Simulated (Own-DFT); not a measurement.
## Calculated data, SiGe (diamond lattice with Si and Ge gathered in clusters, atoms displaced)

All values are calculated (Own-DFT development build). A calculation, not a measurement: plane-wave density functional theory by an unreviewed code, no spin, of a simulated periodic cell, stress positive in tension, run twice, with PBE and with PBEsol, both on files made for PBE, so the change isn't that of files made for PBEsol; forces on such cells passed a denser k mesh, this cell's mesh not checked; the far tail of each file's local potential was reset to the Coulomb form; each entry is a single point on an unrelaxed cell, so the pressure reflects the starting lattice, mostly measured values (interpolated for alloys), from which strain is counted, and rises with the displacements; printed positions are rounded, which can move forces by about a meV/angstrom; the program, named Own-DFT, is a retired in-house code; no spin-orbit coupling; stress was not checked against mesh or cutoff.

SiGe (diamond lattice with Si and Ge gathered in clusters, atoms displaced)

```xyz
64
Lattice="11.0890 0.0000 0.0000 0.0000 11.0890 0.0000 0.0000 0.0000 11.0890" Properties=species:S:1:pos:R:3 SiGe
Si     0.0461     0.1477     0.0098
Si     0.0106     2.7516     2.8258
Si     2.7269     0.0132     2.8349
Si     2.7216     2.7626    10.9638
Si     1.2919     1.3084     1.3341
Si     1.3777     4.1345     4.1961
Si     4.1362     1.4690     4.2170
Ge     4.0955     4.0882     1.5114
Si     0.0128     0.0410     5.7065
Si    11.0284     2.8358     8.2987
Si     2.9139    11.0178     8.3091
Si     2.7058     2.6677     5.5795
Si     1.4415     1.3667     6.8923
Si     1.4416     4.2317     9.8133
Si     4.3244     1.3935     9.6989
Si     4.1677     4.0402     6.9478
Ge     0.0244     5.5211     0.0463
Ge     0.0738     8.2378     2.7205
Ge     2.7285     5.6302     2.8031
Ge     2.7455     8.2758    11.0171
Ge     1.3539     6.9211     1.3617
Si     1.3640     9.7167     4.2009
Ge     4.1410     6.9024     4.2856
Ge     4.1265     9.7042     1.3384
Si    11.0151     5.4482     5.4466
Si    11.0877     8.2728     8.3090
Si     2.6940     5.5340     8.3084
Si     2.7130     8.3200     5.5119
Si     1.3962     6.9120     6.9117
Si     1.3343     9.6597     9.5386
Ge     4.2042     6.9090     9.7145
Si     4.1594     9.6784     6.8704
Ge     5.3515     0.0578     0.0375
Ge     5.5170     2.6787     2.7545
Ge     8.4025    11.0089     2.7651
Ge     8.3581     2.9195     0.0061
Ge     7.0078     1.3102     1.3913
Ge     6.9096     4.0633     4.1777
Si     9.6628     1.3396     4.1573
Ge     9.7303     4.1771     1.3057
Si     5.5626     0.0814     5.5920
Si     5.4252     2.7496     8.2546
Si     8.2703     0.0406     8.3308
Si     8.3996     2.7598     5.5880
Si     6.9387     1.3961     7.0837
Ge     6.9240     4.1719     9.7706
Si     9.7145     1.3819     9.7735
Si     9.6927     4.1759     6.8956
Ge     5.5709     5.4998    10.9997
Ge     5.5842     8.3525     2.7097
Ge     8.4050     5.5164     2.7415
Ge     8.3557     8.3112     0.0229
Ge     6.9767     6.9347     1.3626
Ge     6.8436     9.6966     4.1464
Ge     9.6992     6.8928     4.1429
Ge     9.6646     9.6584     1.4470
Ge     5.4840     5.5093     5.5708
Ge     5.5434     8.2667     8.4054
Ge     8.4223     5.4941     8.3336
Ge     8.2343     8.4359     5.5870
Ge     6.9322     6.9977     6.9951
Ge     7.1155     9.7559     9.7578
Ge     9.7765     6.9855     9.7351
Si     9.6948     9.7247     7.0422
```

Here we set functional PBE, then PBEsol, potential files PseudoDojo norm-conserving, scalar-relativistic, standard set, wave cutoff 42 hartree, occupations Fermi-Dirac, smearing width 0.1 eV and k mesh 3 x 3 x 3 centred on Gamma.

The calculation gives: PBE pressure 3.59 GPa; PBE stress xx -3.5 GPa; PBE stress yy -3.65 GPa; PBE stress zz -3.61 GPa; PBE stress yz 0.38 GPa; PBE stress xz -0.21 GPa; PBE stress xy 0.58 GPa; PBEsol pressure 1.31 GPa; PBEsol stress xx -1.22 GPa; PBEsol stress yy -1.37 GPa; PBEsol stress zz -1.34 GPa; PBEsol stress yz 0.39 GPa; PBEsol stress xz -0.21 GPa; PBEsol stress xy 0.56 GPa; rms change of force components from PBE to PBEsol 0.05 eV/Å.

Force:
| force element | PBE force x (eV/Å) | PBE force y (eV/Å) | PBE force z (eV/Å) | PBEsol force x (eV/Å) | PBEsol force y (eV/Å) | PBEsol force z (eV/Å) |
| --- | --- | --- | --- | --- | --- | --- |
| Si | -1.247 | -2.978 | -1.334 | -1.271 | -3.001 | -1.304 |
| Si | -0.162 | -0.296 | -0.522 | -0.197 | -0.253 | -0.556 |
| Si | 0.156 | 0.172 | -0.238 | 0.198 | 0.143 | -0.276 |
| Si | 0.783 | -1.004 | 1.35 | 0.814 | -0.983 | 1.373 |
| Si | 2.028 | 1.906 | 1.615 | 2.028 | 1.902 | 1.623 |
| Si | 0.193 | -0.361 | -0.216 | 0.247 | -0.311 | -0.256 |
| Si | -0.213 | -1.291 | -0.082 | -0.152 | -1.231 | -0.138 |
| Ge | -0.25 | 0.433 | -1.769 | -0.205 | 0.442 | -1.685 |
| Si | -0.604 | -0.721 | -1.389 | -0.609 | -0.714 | -1.374 |
| Si | 1.05 | -0.493 | 0.49 | 1.036 | -0.482 | 0.487 |
| Si | -0.812 | 0.693 | -0.017 | -0.789 | 0.694 | 0.001 |
| Si | 0.644 | 1.527 | -0.513 | 0.636 | 1.524 | -0.515 |
| Si | -0.38 | -0.143 | 2.094 | -0.369 | -0.148 | 2.098 |
| Si | -0.816 | -0.556 | -1.87 | -0.868 | -0.484 | -1.789 |
| Si | -2.837 | 0.715 | -0.982 | -2.743 | 0.644 | -0.891 |
| Si | -1.872 | 1.07 | -0.523 | -1.819 | 1.118 | -0.572 |
| Ge | 0.2 | 0.433 | -0.907 | 0.144 | 0.466 | -0.83 |
| Ge | -0.712 | 1.383 | 1.483 | -0.732 | 1.299 | 1.394 |
| Ge | 0.037 | -0.951 | 0.567 | 0.069 | -0.893 | 0.517 |
| Ge | -0.497 | 0.667 | -0.177 | -0.439 | 0.605 | -0.138 |
| Ge | 1.049 | -0.125 | -0.435 | 1.009 | -0.124 | -0.41 |
| Si | -0.358 | 0.22 | 0.043 | -0.403 | 0.181 | -0.001 |
| Ge | -0.158 | 1.067 | -1.296 | -0.121 | 0.983 | -1.291 |
| Ge | -1.368 | -0.267 | 1.199 | -1.278 | -0.284 | 1.127 |
| Si | 0.865 | 0.605 | 1.192 | 0.803 | 0.658 | 1.124 |
| Si | 0.099 | 0.166 | -0.947 | 0.041 | 0.091 | -0.895 |
| Si | 1.004 | -0.294 | -0.046 | 1.034 | -0.251 | -0.014 |
| Si | 0.122 | 0.369 | 0.752 | 0.165 | 0.311 | 0.694 |
| Si | -0.746 | -0.303 | -0.543 | -0.739 | -0.303 | -0.545 |
| Si | 0.657 | 1.241 | 1.246 | 0.677 | 1.198 | 1.273 |
| Ge | -1.329 | -0.798 | -0.523 | -1.242 | -0.739 | -0.471 |
| Si | 0.394 | -0.186 | 0.083 | 0.437 | -0.237 | 0.102 |
| Ge | 3.096 | -0.628 | 0.018 | 3.05 | -0.669 | 0.087 |
| Ge | 0.58 | -0.174 | 0.453 | 0.596 | -0.116 | 0.407 |
| Ge | -1.203 | 0.681 | 1.242 | -1.208 | 0.609 | 1.149 |
| Ge | -0.495 | -2.531 | -0.358 | -0.506 | -2.401 | -0.32 |
| Ge | -0.386 | 0.551 | -0.466 | -0.388 | 0.538 | -0.438 |
| Ge | 0.489 | 0.407 | 0.002 | 0.436 | 0.425 | -0.034 |
| Si | 1.081 | 0.388 | 0.822 | 1.019 | 0.326 | 0.754 |
| Ge | 0.922 | -0.515 | 2.058 | 0.85 | -0.453 | 1.959 |
| Si | -0.385 | -0.16 | 0.064 | -0.333 | -0.19 | 0.024 |
| Si | 2.005 | 0.037 | 1.05 | 2.022 | 0.075 | 1.067 |
| Si | 1.567 | 0.205 | 0.434 | 1.504 | 0.148 | 0.48 |
| Si | -0.967 | -0.657 | 0.117 | -1.002 | -0.617 | 0.074 |
| Si | -0.147 | 0.558 | -1.607 | -0.145 | 0.562 | -1.586 |
| Ge | -0.002 | -0.891 | -2.438 | 0.033 | -0.821 | -2.309 |
| Si | -0.311 | 0.758 | -1.126 | -0.361 | 0.786 | -1.07 |
| Si | 0.655 | -0.476 | -0.127 | 0.595 | -0.408 | -0.071 |
| Ge | -1.03 | 0.422 | 2.371 | -0.981 | 0.424 | 2.282 |
| Ge | -0.972 | -0.951 | 0.321 | -0.923 | -0.91 | 0.308 |
| Ge | -1.281 | -0.276 | 0.288 | -1.233 | -0.251 | 0.265 |
| Ge | 0.146 | -0.126 | 0.033 | 0.136 | -0.117 | 0.039 |
| Ge | -0.373 | -0.761 | 0.014 | -0.349 | -0.728 | 0.009 |
| Ge | 0.283 | 1.376 | 0.357 | 0.317 | 1.285 | 0.306 |
| Ge | -0.025 | 0.947 | 0.653 | -0.054 | 0.933 | 0.569 |
| Ge | 2.168 | 0.155 | -1.317 | 2.057 | 0.117 | -1.247 |
| Ge | 1.126 | -0.571 | 0.88 | 1.114 | -0.512 | 0.802 |
| Ge | 0.373 | 1.939 | -0.607 | 0.392 | 1.827 | -0.565 |
| Ge | -0.807 | 0.699 | -0.004 | -0.826 | 0.723 | 0.048 |
| Ge | 1.194 | -0.625 | -0.045 | 1.101 | -0.638 | -0.08 |
| Ge | 0.181 | -1.303 | -0.238 | 0.17 | -1.249 | -0.223 |
| Ge | -2.435 | 0.078 | -0.068 | -2.388 | 0.009 | -0.021 |
| Ge | -0.023 | -0.723 | -0.198 | -0.067 | -0.743 | -0.138 |
| Si | 0.059 | 0.264 | -0.366 | 0.01 | 0.214 | -0.388 |
